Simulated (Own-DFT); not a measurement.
# Computed records: W33C31 (WC crystal with substituted atoms, atoms displaced), Ti20Si39 (C49 TiSi2 crystal with one vacancy, atoms displaced)

Computed with Own-DFT development build. A calculation, not a measurement: plane-wave density functional theory by an unreviewed code, no spin, of a simulated periodic cell, stress positive in tension, run twice, with PBE and with PBEsol, both on files made for PBE, so the change isn't that of files made for PBEsol, forces on such cells moved up to 12 meV/angstrom on a denser k mesh; the far tail of each file's local potential was reset to the Coulomb form; each entry is a single point on an unrelaxed cell, so the pressure reflects the starting lattice, taken from the Materials Project, from which strain is counted, and rises with the displacements; printed positions are rounded, which can move forces by about a meV/angstrom; the program, named Own-DFT, is a retired in-house code; no spin-orbit coupling; stress was not checked against mesh or cutoff.

Settings shared by all entries: functional PBE, then PBEsol; potential files PseudoDojo norm-conserving, scalar-relativistic, standard set; occupations cold (Marzari-Vanderbilt); smearing width 0.2 eV; k mesh 4 x 4 x 4 centred on Gamma.

(1) W33C31 (WC crystal with substituted atoms, atoms displaced)

```
CELL_PARAMETERS angstrom
5.83320 -5.05170 -2.83940
0.00000 -5.05170 8.51830
-5.83320 -5.05170 -2.83940
ATOMIC_POSITIONS crystal
W 0.70035 0.87655 0.95681
W 0.69067 0.93956 0.70255
W 0.39023 0.75287 0.86931
C 0.38230 0.84247 0.61645
W 0.17521 0.37005 0.93613
C 0.18778 0.44938 0.67954
W 0.05050 0.62999 0.80679
C 0.06595 0.72761 0.55717
W 0.94454 0.86218 0.67687
C 0.93136 0.96208 0.43192
W 0.87059 0.24481 0.86237
C 0.85414 0.33372 0.61707
W 0.72963 0.48844 0.73758
C 0.75725 0.59251 0.48837
W 0.61746 0.74764 0.63909
C 0.62381 0.82495 0.37213
W 0.55686 0.12071 0.81567
C 0.54452 0.20996 0.56444
W 0.43087 0.38078 0.68737
C 0.44203 0.45615 0.45372
W 0.31239 0.63482 0.56933
C 0.32213 0.70543 0.31323
W 0.18051 0.87379 0.43951
C 0.18322 0.96819 0.18272
W 0.24267 0.99520 0.76062
C 0.24779 0.08507 0.48587
W 0.12360 0.24334 0.61291
C 0.13097 0.33594 0.36997
W 0.99350 0.49921 0.49872
C 0.99184 0.59134 0.24352
W 0.86417 0.74855 0.36333
C 0.87474 0.83724 0.12210
W 0.82596 0.12211 0.55651
C 0.80780 0.21683 0.31874
W 0.68578 0.38428 0.43365
C 0.67640 0.44574 0.18205
W 0.56495 0.62948 0.30766
C 0.56202 0.71137 0.06528
W 0.44868 0.87952 0.18252
C 0.42698 0.95627 0.96147
W 0.49636 0.99762 0.49565
C 0.50174 0.07606 0.24540
W 0.37578 0.26308 0.37248
C 0.37232 0.33840 0.13348
W 0.24019 0.50973 0.25036
C 0.24827 0.57975 0.98284
W 0.11794 0.73949 0.12735
C 0.11369 0.82524 0.86011
W 0.06085 0.13948 0.31237
C 0.05293 0.21688 0.08183
W 0.94224 0.38185 0.17762
C 0.93860 0.44618 0.94825
W 0.81461 0.63102 0.06109
C 0.83312 0.70970 0.81301
W 0.74970 0.98968 0.25019
C 0.74142 0.08124 0.00356
W 0.61465 0.26392 0.13048
C 0.61817 0.32551 0.88020
W 0.49674 0.49691 0.00542
C 0.50281 0.56479 0.73736
W 0.30524 0.11674 0.06882
C 0.31617 0.20535 0.81356
W 0.00879 0.99456 0.98026
C 0.99690 0.09623 0.73917
```

- wave cutoff: 50 hartree
- PBE pressure: 22.58 GPa
- PBE stress xx: -21.28 GPa
- PBE stress yy: -21.45 GPa
- PBE stress zz: -25.02 GPa
- PBE stress yz: 0.84 GPa
- PBE stress xz: 0.38 GPa
- PBE stress xy: -0.52 GPa
- PBEsol pressure: 14.24 GPa
- PBEsol stress xx: -13.07 GPa
- PBEsol stress yy: -13.27 GPa
- PBEsol stress zz: -16.37 GPa
- PBEsol stress yz: 0.84 GPa
- PBEsol stress xz: 0.37 GPa
- PBEsol stress xy: -0.49 GPa
- rms change of force components from PBE to PBEsol: 0.049 eV/Å

Force:
| force element | PBE force x (eV/Å) | PBE force y (eV/Å) | PBE force z (eV/Å) | PBEsol force x (eV/Å) | PBEsol force y (eV/Å) | PBEsol force z (eV/Å) |
| --- | --- | --- | --- | --- | --- | --- |
| W | -6.63 | -0.484 | -3.265 | -6.493 | -0.424 | -3.159 |
| W | 1.293 | -3.045 | 9.432 | 1.256 | -2.99 | 9.243 |
| W | -3.503 | 1.46 | -0.26 | -3.431 | 1.434 | -0.249 |
| C | -2.263 | 0.837 | -0.892 | -2.239 | 0.829 | -0.891 |
| W | 2.358 | -1.994 | -0.295 | 2.311 | -1.98 | -0.282 |
| C | -1.388 | -0.178 | 1.572 | -1.363 | -0.17 | 1.55 |
| W | 2.837 | -0.358 | -6.01 | 2.802 | -0.37 | -5.909 |
| C | 0.441 | 3.339 | -4.944 | 0.43 | 3.28 | -4.886 |
| W | 4.457 | -4.991 | 1.437 | 4.335 | -4.916 | 1.455 |
| C | 1.104 | -0.355 | -1.235 | 1.083 | -0.354 | -1.22 |
| W | -2.511 | -1.988 | 0.123 | -2.473 | -1.965 | 0.133 |
| C | 1.266 | -1.374 | -1.115 | 1.25 | -1.348 | -1.102 |
| W | 1.622 | -6.128 | -1.011 | 1.612 | -6.026 | -0.996 |
| C | -1.871 | 1.012 | -1.534 | -1.843 | 1.023 | -1.526 |
| W | 3.434 | 11.56 | -7.533 | 3.367 | 11.33 | -7.324 |
| C | -0.324 | -0.725 | 1.299 | -0.299 | -0.705 | 1.29 |
| W | -3.504 | -2.094 | 4.499 | -3.407 | -2.042 | 4.388 |
| C | 1.258 | -0.668 | -0.716 | 1.232 | -0.658 | -0.694 |
| W | -0.724 | 2.446 | -3.933 | -0.678 | 2.413 | -3.883 |
| C | 1.011 | 1.123 | 3.224 | 0.995 | 1.11 | 3.171 |
| W | 0.902 | 2.945 | -1.3 | 0.905 | 2.905 | -1.284 |
| C | -1.042 | 0.184 | 1.63 | -1.036 | 0.184 | 1.599 |
| W | 3.914 | -0.793 | 2.744 | 3.85 | -0.801 | 2.693 |
| C | -1.204 | 1.041 | -2.159 | -1.176 | 1.022 | -2.122 |
| W | 3.437 | -0.198 | 1.672 | 3.374 | -0.196 | 1.645 |
| C | -0.72 | -0.903 | -0.849 | -0.709 | -0.892 | -0.831 |
| W | -0.692 | -2.981 | 1.291 | -0.686 | -2.925 | 1.287 |
| C | -1.05 | -0.327 | 1.212 | -1.035 | -0.321 | 1.195 |
| W | 1.027 | -0.948 | 0.233 | 1.018 | -0.914 | 0.243 |
| C | -0.307 | -0.031 | -1.98 | -0.289 | -0.025 | -1.953 |
| W | 0.638 | -3.631 | -0.853 | 0.648 | -3.587 | -0.836 |
| C | 1.14 | -1.139 | -2.096 | 1.116 | -1.101 | -2.073 |
| W | -0.297 | 0.882 | 4.582 | -0.323 | 0.871 | 4.485 |
| C | 1.005 | 1.035 | -0.134 | 0.993 | 0.999 | -0.134 |
| W | -0.631 | 1.458 | -2.078 | -0.64 | 1.44 | -2.047 |
| C | 0.79 | -4.106 | 3.06 | 0.771 | -4.053 | 3.026 |
| W | -1.493 | 1.227 | -1.587 | -1.467 | 1.191 | -1.558 |
| C | 0.905 | 0.501 | -0.774 | 0.889 | 0.477 | -0.762 |
| W | -4.789 | 1.814 | -2.081 | -4.708 | 1.769 | -2.061 |
| C | 3.491 | 1.93 | 1.624 | 3.443 | 1.909 | 1.612 |
| W | 0.517 | 2.571 | 4.868 | 0.513 | 2.492 | 4.751 |
| C | -0.393 | -1.38 | 1.343 | -0.391 | -1.35 | 1.312 |
| W | -0.809 | 1.217 | -3.145 | -0.812 | 1.207 | -3.104 |
| C | 0.141 | 1.349 | 0.927 | 0.139 | 1.311 | 0.919 |
| W | 1.547 | -0.307 | -2.699 | 1.525 | -0.28 | -2.663 |
| C | -1.263 | -0.801 | 0.051 | -1.263 | -0.791 | 0.044 |
| W | 2.978 | -2.265 | 3.757 | 2.906 | -2.209 | 3.703 |
| C | -0.105 | -2.942 | -0.957 | -0.105 | -2.894 | -0.921 |
| W | 0.128 | 2.669 | -3.404 | 0.117 | 2.616 | -3.373 |
| C | 3.669 | 2.346 | -0.443 | 3.638 | 2.299 | -0.425 |
| W | -4.676 | -0.014 | -1.23 | -4.621 | -0.017 | -1.23 |
| C | 1.373 | 1.786 | 3.517 | 1.358 | 1.75 | 3.456 |
| W | 0.222 | 2.872 | -1.468 | 0.226 | 2.791 | -1.44 |
| C | -3.567 | 2.766 | 0.783 | -3.52 | 2.703 | 0.772 |
| W | -0.428 | -2.359 | 4.317 | -0.438 | -2.289 | 4.239 |
| C | 0.799 | -1.276 | 0.369 | 0.798 | -1.238 | 0.362 |
| W | 1.688 | 2.895 | -6.238 | 1.651 | 2.864 | -6.141 |
| C | 0.593 | 0.053 | 1.027 | 0.588 | 0.055 | 1.017 |
| W | 0.892 | 0.846 | 2.437 | 0.883 | 0.831 | 2.389 |
| C | -2.52 | -2.619 | 3.185 | -2.478 | -2.579 | 3.156 |
| W | 1.172 | -1.934 | 3.568 | 1.166 | -1.895 | 3.508 |
| C | -1.203 | 1.003 | 0.449 | -1.184 | 0.996 | 0.437 |
| W | -4.366 | -1.629 | 1.054 | -4.304 | -1.597 | 1.025 |
| C | 0.224 | -0.2 | -3.068 | 0.221 | -0.204 | -3.024 |

(2) Ti20Si39 (C49 TiSi2 crystal with one vacancy, atoms displaced)

```
CELL_PARAMETERS angstrom
5.29530 -6.75930 3.56520
7.06040 0.00000 -7.13030
5.29530 6.75930 3.56520
ATOMIC_POSITIONS crystal
Ti 0.94410 0.92982 0.15183
Ti 0.84775 0.86693 0.64042
Si 0.60948 0.92787 0.49209
Si 0.20124 0.87346 0.31326
Si 0.90232 0.01715 0.39763
Si 0.89923 0.77753 0.38986
Ti 0.94483 0.43091 0.16314
Ti 0.85944 0.37773 0.64338
Si 0.60018 0.42826 0.49422
Si 0.19192 0.37868 0.31280
Si 0.89289 0.52610 0.39682
Si 0.90544 0.27187 0.40857
Ti 0.75050 0.72640 0.95387
Ti 0.66481 0.67293 0.44408
Si 0.40622 0.72751 0.29082
Si 0.98414 0.67282 0.10353
Si 0.70316 0.82185 0.20485
Si 0.70184 0.58226 0.21138
Ti 0.54802 0.01946 0.76134
Ti 0.45407 0.98230 0.24437
Si 0.20977 0.03612 0.07338
Si 0.79308 0.96616 0.90052
Si 0.50500 0.12520 0.00712
Si 0.49986 0.87858 0.99710
Ti 0.75345 0.22460 0.95477
Ti 0.65107 0.17947 0.43439
Si 0.40978 0.22112 0.29476
Si 0.99123 0.17616 0.11167
Si 0.69873 0.33034 0.20299
Si 0.69469 0.06984 0.19799
Ti 0.55713 0.52620 0.75047
Ti 0.45192 0.47412 0.25461
Si 0.21006 0.51743 0.08458
Si 0.80065 0.47568 0.91255
Si 0.50300 0.62915 0.99931
Si 0.49924 0.38439 0.99286
Ti 0.35178 0.82337 0.55800
Ti 0.24989 0.77387 0.04707
Si 0.00859 0.81759 0.89776
Si 0.59544 0.76800 0.71122
Si 0.28848 0.92981 0.80150
Si 0.30475 0.67811 0.79885
Ti 0.35012 0.32110 0.55301
Ti 0.25477 0.27797 0.05408
Si 0.00371 0.32077 0.89156
Si 0.58344 0.27690 0.71388
Si 0.30136 0.41993 0.80094
Si 0.28757 0.17202 0.80014
Ti 0.14294 0.62955 0.35537
Ti 0.04783 0.57741 0.85572
Si 0.38838 0.58334 0.50274
Si 0.10177 0.72695 0.59723
Si 0.10041 0.47497 0.59940
Ti 0.14563 0.12142 0.34845
Ti 0.04751 0.08076 0.83914
Si 0.81795 0.11794 0.69012
Si 0.38775 0.07048 0.50522
Si 0.09940 0.21967 0.59750
Si 0.09763 0.97787 0.59222
```

- wave cutoff: 42 hartree
- PBE pressure: 2.17 GPa
- PBE stress xx: -2.26 GPa
- PBE stress yy: -1.81 GPa
- PBE stress zz: -2.44 GPa
- PBE stress yz: -0.18 GPa
- PBE stress xz: -0.28 GPa
- PBE stress xy: -0.15 GPa
- PBEsol pressure: -1.09 GPa
- PBEsol stress xx: 1.07 GPa
- PBEsol stress yy: 1.69 GPa
- PBEsol stress zz: 0.52 GPa
- PBEsol stress yz: -0.18 GPa
- PBEsol stress xz: -0.28 GPa
- PBEsol stress xy: -0.15 GPa
- rms change of force components from PBE to PBEsol: 0.021 eV/Å

Force:
| force element | PBE force x (eV/Å) | PBE force y (eV/Å) | PBE force z (eV/Å) | PBEsol force x (eV/Å) | PBEsol force y (eV/Å) | PBEsol force z (eV/Å) |
| --- | --- | --- | --- | --- | --- | --- |
| Ti | -0.324 | -0.894 | 0.509 | -0.326 | -0.894 | 0.509 |
| Ti | 1.191 | -0.027 | 0.009 | 1.218 | -0.02 | -0.024 |
| Si | -0.405 | 0.134 | 0.379 | -0.401 | 0.08 | 0.388 |
| Si | -0.59 | 0.096 | -1.466 | -0.581 | 0.147 | -1.485 |
| Si | 0.269 | 0.422 | -0.741 | 0.265 | 0.413 | -0.755 |
| Si | 0.437 | 0.462 | 1.051 | 0.435 | 0.452 | 1.066 |
| Ti | -1.039 | -0.963 | 0.574 | -1.028 | -0.979 | 0.564 |
| Ti | -0.672 | 1.011 | 0.407 | -0.693 | 1.002 | 0.44 |
| Si | 0.733 | -0.405 | 0.848 | 0.72 | -0.457 | 0.845 |
| Si | -0.269 | -0.012 | 0.136 | -0.263 | 0.031 | 0.136 |
| Si | 1.142 | 0.09 | 1.009 | 1.142 | 0.084 | 1.014 |
| Si | -0.685 | -0.157 | -0.746 | -0.691 | -0.154 | -0.757 |
| Ti | -0.621 | 0.826 | 0.001 | -0.586 | 0.831 | 0.003 |
| Ti | 0.011 | 2.004 | -1.09 | -0.021 | 1.981 | -1.113 |
| Si | 0.282 | -0.961 | 0.349 | 0.277 | -1.025 | 0.353 |
| Si | 1.329 | 0.322 | 0.952 | 1.305 | 0.368 | 0.963 |
| Si | -0.315 | -0.109 | -0.949 | -0.32 | -0.108 | -0.956 |
| Si | -1.621 | -0.626 | -0.182 | -1.622 | -0.618 | -0.181 |
| Ti | -0.385 | -0.444 | -1.17 | -0.385 | -0.456 | -1.155 |
| Ti | -0.898 | 0.553 | 0.78 | -0.88 | 0.565 | 0.769 |
| Si | -0.048 | 0.676 | 1.561 | -0.043 | 0.642 | 1.562 |
| Si | 1.024 | 0.371 | -0.529 | 1.007 | 0.431 | -0.527 |
| Si | -0.38 | -0.304 | -0.842 | -0.39 | -0.298 | -0.854 |
| Si | -0.064 | 0.236 | 0.258 | -0.06 | 0.226 | 0.255 |
| Ti | -0.697 | 0.394 | -0.341 | -0.691 | 0.368 | -0.337 |
| Ti | 0.875 | 0.944 | 1.349 | 0.854 | 0.956 | 1.336 |
| Si | 0.14 | 0.1 | -1.001 | 0.141 | 0.044 | -1 |
| Si | 0.078 | 0.207 | -0.07 | 0.079 | 0.267 | -0.066 |
| Si | -0.289 | -0.346 | 0.099 | -0.286 | -0.336 | 0.111 |
| Si | 1.034 | -0.49 | -0.159 | 1.05 | -0.484 | -0.154 |
| Ti | -0.522 | 0.972 | -0.023 | -0.55 | 0.997 | -0.025 |
| Ti | -0.45 | -0.64 | -0.698 | -0.444 | -0.611 | -0.688 |
| Si | 1.137 | 0.435 | -0.616 | 1.121 | 0.393 | -0.619 |
| Si | -0.378 | -0.457 | -1.135 | -0.362 | -0.412 | -1.168 |
| Si | 0.018 | 0.127 | 0.187 | 0.029 | 0.12 | 0.19 |
| Si | 0.252 | 0.14 | 0.874 | 0.251 | 0.135 | 0.883 |
| Ti | -0.085 | -0.011 | -0.448 | -0.094 | -0.025 | -0.453 |
| Ti | 0.275 | -0.084 | 0.018 | 0.267 | -0.073 | 0.016 |
| Si | -0.243 | -0.7 | -1.262 | -0.237 | -0.755 | -1.253 |
| Si | 0.343 | -1.102 | -0.044 | 0.344 | -1.066 | -0.016 |
| Si | -0.022 | -0.513 | 0.729 | -0.028 | -0.506 | 0.734 |
| Si | -0.35 | 0.315 | 0.259 | -0.351 | 0.308 | 0.258 |
| Ti | 0.089 | 0.299 | -0.337 | 0.09 | 0.273 | -0.338 |
| Ti | -0.857 | -0.557 | -0.165 | -0.852 | -0.537 | -0.163 |
| Si | 0.957 | -0.292 | -0.411 | 0.935 | -0.352 | -0.402 |
| Si | 0.035 | -0.643 | 0.931 | 0.036 | -0.602 | 0.932 |
| Si | 0.092 | 0.063 | -0.593 | 0.091 | 0.061 | -0.596 |
| Si | 1.03 | -0.752 | 0.139 | 1.036 | -0.744 | 0.142 |
| Ti | -0.47 | -1.041 | 0.158 | -0.46 | -1.052 | 0.161 |
| Ti | -0.738 | -1.291 | 0.732 | -0.694 | -1.258 | 0.753 |
| Si | -0.017 | 0.486 | 1.13 | -0.019 | 0.541 | 1.127 |
| Si | -0.321 | 0.725 | 0.22 | -0.323 | 0.706 | 0.213 |
| Si | 0.159 | 0.283 | -0.31 | 0.142 | 0.274 | -0.31 |
| Ti | 0.679 | -0.094 | -0.063 | 0.681 | -0.102 | -0.057 |
| Ti | -0.249 | 0.412 | 1.139 | -0.239 | 0.411 | 1.132 |
| Si | -0.714 | 0.305 | -1.681 | -0.699 | 0.259 | -1.682 |
| Si | 0.713 | 0.267 | 0.121 | 0.696 | 0.32 | 0.119 |
| Si | 0.609 | -0.079 | -0.458 | 0.62 | -0.072 | -0.461 |
| Si | -0.215 | 0.317 | 0.619 | -0.212 | 0.313 | 0.622 |

(3) Ti20Si39 (C49 TiSi2 crystal with one vacancy, atoms displaced)

```
CELL_PARAMETERS angstrom
5.29530 -6.75930 3.56520
7.06040 0.00000 -7.13030
5.29530 6.75930 3.56520
ATOMIC_POSITIONS crystal
Ti 0.95354 0.92565 0.14386
Ti 0.85619 0.86740 0.64108
Si 0.60898 0.91836 0.49449
Si 0.18760 0.87419 0.30100
Si 0.90282 0.03226 0.39838
Si 0.88985 0.77846 0.39708
Ti 0.95146 0.42088 0.14854
Ti 0.86001 0.36926 0.64753
Si 0.61299 0.42017 0.49737
Si 0.18911 0.38077 0.30766
Si 0.89848 0.51866 0.39891
Si 0.88881 0.27158 0.40342
Ti 0.74755 0.71891 0.95826
Ti 0.65498 0.67521 0.43459
Si 0.40894 0.73401 0.28307
Si 0.98231 0.67524 0.10163
Si 0.69144 0.83199 0.20685
Si 0.70424 0.57412 0.19950
Ti 0.55371 0.02187 0.76360
Ti 0.44857 0.97086 0.24694
Si 0.21112 0.01913 0.07903
Si 0.79722 0.97238 0.91400
Si 0.49819 0.11963 0.00434
Si 0.49167 0.88619 0.00085
Ti 0.74722 0.22153 0.95983
Ti 0.65132 0.17202 0.45402
Si 0.40927 0.21095 0.28971
Si 0.98874 0.17461 0.11143
Si 0.69495 0.32605 0.19851
Si 0.70158 0.06938 0.18784
Ti 0.53897 0.52337 0.75624
Ti 0.45968 0.47656 0.24255
Si 0.19957 0.52075 0.09523
Si 0.78961 0.46844 0.90519
Si 0.50642 0.62035 0.99449
Si 0.49939 0.37375 0.99804
Ti 0.34461 0.82256 0.55341
Ti 0.26344 0.76711 0.04331
Si 0.00486 0.82407 0.88970
Si 0.59721 0.78199 0.71062
Si 0.30165 0.92760 0.80297
Si 0.30395 0.66371 0.80214
Ti 0.34419 0.32275 0.55546
Ti 0.24367 0.28385 0.05472
Si 0.59219 0.27104 0.72061
Si 0.30255 0.42275 0.80565
Si 0.30317 0.17218 0.80631
Ti 0.14883 0.63622 0.36330
Ti 0.03994 0.57953 0.84276
Si 0.80255 0.62719 0.69983
Si 0.38747 0.57648 0.50242
Si 0.09778 0.72775 0.60201
Si 0.10505 0.47059 0.60315
Ti 0.14992 0.11862 0.35014
Ti 0.05576 0.07867 0.84175
Si 0.80442 0.12749 0.69665
Si 0.39178 0.07386 0.51241
Si 0.09725 0.22318 0.59816
Si 0.08993 0.97905 0.58827
```

* wave cutoff: 42 hartree
* PBE pressure: 2.47 GPa
* PBE stress xx: -2.32 GPa
* PBE stress yy: -2.32 GPa
* PBE stress zz: -2.78 GPa
* PBE stress yz: -0.25 GPa
* PBE stress xz: 0.16 GPa
* PBE stress xy: 0.01 GPa
* PBEsol pressure: -0.79 GPa
* PBEsol stress xx: 1.01 GPa
* PBEsol stress yy: 1.18 GPa
* PBEsol stress zz: 0.17 GPa
* PBEsol stress yz: -0.26 GPa
* PBEsol stress xz: 0.16 GPa
* PBEsol stress xy: 0 GPa
* rms change of force components from PBE to PBEsol: 0.022 eV/Å

Force:
| force element | PBE force x (eV/Å) | PBE force y (eV/Å) | PBE force z (eV/Å) | PBEsol force x (eV/Å) | PBEsol force y (eV/Å) | PBEsol force z (eV/Å) |
| --- | --- | --- | --- | --- | --- | --- |
| Ti | -0.034 | 1.277 | 0.344 | -0.037 | 1.251 | 0.331 |
| Ti | 0.966 | 0.983 | -0.851 | 0.953 | 0.996 | -0.843 |
| Si | 0.133 | -0.235 | -0.936 | 0.126 | -0.297 | -0.941 |
| Si | 0.655 | 0.06 | 0.105 | 0.65 | 0.116 | 0.102 |
| Si | -1.36 | 0.118 | 0.082 | -1.376 | 0.117 | 0.083 |
| Si | 0.349 | -0.833 | 0.591 | 0.356 | -0.821 | 0.608 |
| Ti | -0.102 | 1.111 | -0.447 | -0.073 | 1.117 | -0.446 |
| Ti | 0.129 | 0.831 | -1.013 | 0.087 | 0.825 | -1.027 |
| Si | -0.086 | 0.199 | -0.517 | -0.086 | 0.151 | -0.513 |
| Si | 0.259 | 0.418 | 1.233 | 0.25 | 0.459 | 1.245 |
| Si | 0.669 | -0.182 | -0.036 | 0.677 | -0.176 | -0.035 |
| Si | 0.487 | -0.819 | -0.243 | 0.498 | -0.8 | -0.248 |
| Ti | -0.043 | -0.247 | -1.163 | -0.044 | -0.285 | -1.154 |
| Ti | 0.324 | 1.63 | 0.79 | 0.327 | 1.622 | 0.769 |
| Si | -0.527 | 0.276 | 1.491 | -0.519 | 0.226 | 1.484 |
| Si | 0.965 | 0.109 | 1.029 | 0.945 | 0.16 | 1.019 |
| Si | -0.815 | -1.082 | 0.434 | -0.841 | -1.057 | 0.446 |
| Si | -0.203 | -0.229 | -0.104 | -0.198 | -0.225 | -0.118 |
| Ti | -0.397 | -0.312 | -0.79 | -0.39 | -0.318 | -0.786 |
| Ti | 0.614 | -0.054 | -0.197 | 0.604 | -0.054 | -0.191 |
| Si | 0.659 | 0.547 | -0.743 | 0.648 | 0.511 | -0.74 |
| Si | -0.505 | 0.079 | -0.564 | -0.493 | 0.139 | -0.569 |
| Si | 0.692 | 0.159 | -0.884 | 0.703 | 0.151 | -0.888 |
| Si | -0.687 | -0.616 | 1.502 | -0.698 | -0.609 | 1.521 |
| Ti | -0.388 | -0.206 | -0.223 | -0.42 | -0.177 | -0.217 |
| Ti | -0.474 | -0.399 | -0.132 | -0.459 | -0.38 | -0.127 |
| Si | 1.002 | 0.07 | -1.358 | 0.982 | 0.028 | -1.36 |
| Si | 0.038 | -1.346 | -0.309 | 0.039 | -1.311 | -0.331 |
| Si | 0.11 | -0.225 | 0.459 | 0.101 | -0.227 | 0.458 |
| Si | 1.139 | 0.71 | 0.071 | 1.156 | 0.689 | 0.059 |
| Ti | 0.179 | -1.637 | -0.005 | 0.179 | -1.625 | 0.003 |
| Ti | -0.426 | 1.189 | 0.015 | -0.423 | 1.192 | 0.009 |
| Si | 0.438 | -0.704 | -1.043 | 0.43 | -0.764 | -1.043 |
| Si | 0.392 | -0.692 | 0.72 | 0.392 | -0.648 | 0.754 |
| Si | 0.519 | 0.618 | -0.143 | 0.528 | 0.612 | -0.151 |
| Si | 0.138 | 0.382 | 0.319 | 0.14 | 0.377 | 0.322 |
| Ti | 0.279 | -0.349 | -0.128 | 0.265 | -0.374 | -0.132 |
| Ti | -0.568 | 1.134 | -0.897 | -0.545 | 1.146 | -0.903 |
| Si | 0.4 | -0.909 | 0.174 | 0.394 | -0.967 | 0.178 |
| Si | -0.927 | 0.868 | 0.41 | -0.905 | 0.935 | 0.409 |
| Si | -0.981 | -0.07 | -0.044 | -1.004 | -0.067 | -0.046 |
| Si | 0.206 | 0.361 | -1.182 | 0.218 | 0.355 | -1.189 |
| Ti | 0.399 | -0.814 | 0.056 | 0.405 | -0.82 | 0.058 |
| Ti | -0.987 | -1.096 | 1.56 | -0.946 | -1.078 | 1.577 |
| Si | -0.33 | 0.049 | -0.887 | -0.326 | 0.102 | -0.886 |
| Si | -0.973 | 0.696 | -0.248 | -0.971 | 0.676 | -0.243 |
| Si | -0.194 | 0.26 | -0.846 | -0.204 | 0.251 | -0.854 |
| Ti | -2.391 | -0.745 | 0.075 | -2.368 | -0.767 | 0.08 |
| Ti | 0.678 | -0.473 | 1.028 | 0.706 | -0.453 | 0.995 |
| Si | -1.137 | -0.586 | 0.309 | -1.113 | -0.651 | 0.314 |
| Si | 0.533 | -0.367 | 0.747 | 0.525 | -0.317 | 0.736 |
| Si | -0.069 | 0.006 | 0.364 | -0.081 | 0.01 | 0.361 |
| Si | -0.003 | 0.463 | -0.298 | -0.002 | 0.451 | -0.309 |
| Ti | 0.404 | 0.17 | -0.658 | 0.401 | 0.157 | -0.65 |
| Ti | -0.594 | 0.637 | 0.503 | -0.621 | 0.639 | 0.529 |
| Si | 0.144 | -0.422 | 0.823 | 0.139 | -0.478 | 0.821 |
| Si | -0.083 | 0.216 | 0.342 | -0.08 | 0.266 | 0.342 |
| Si | 0.514 | -0.019 | 0.142 | 0.516 | -0.021 | 0.144 |
| Si | 0.87 | 0.041 | 1.167 | 0.883 | 0.041 | 1.182 |
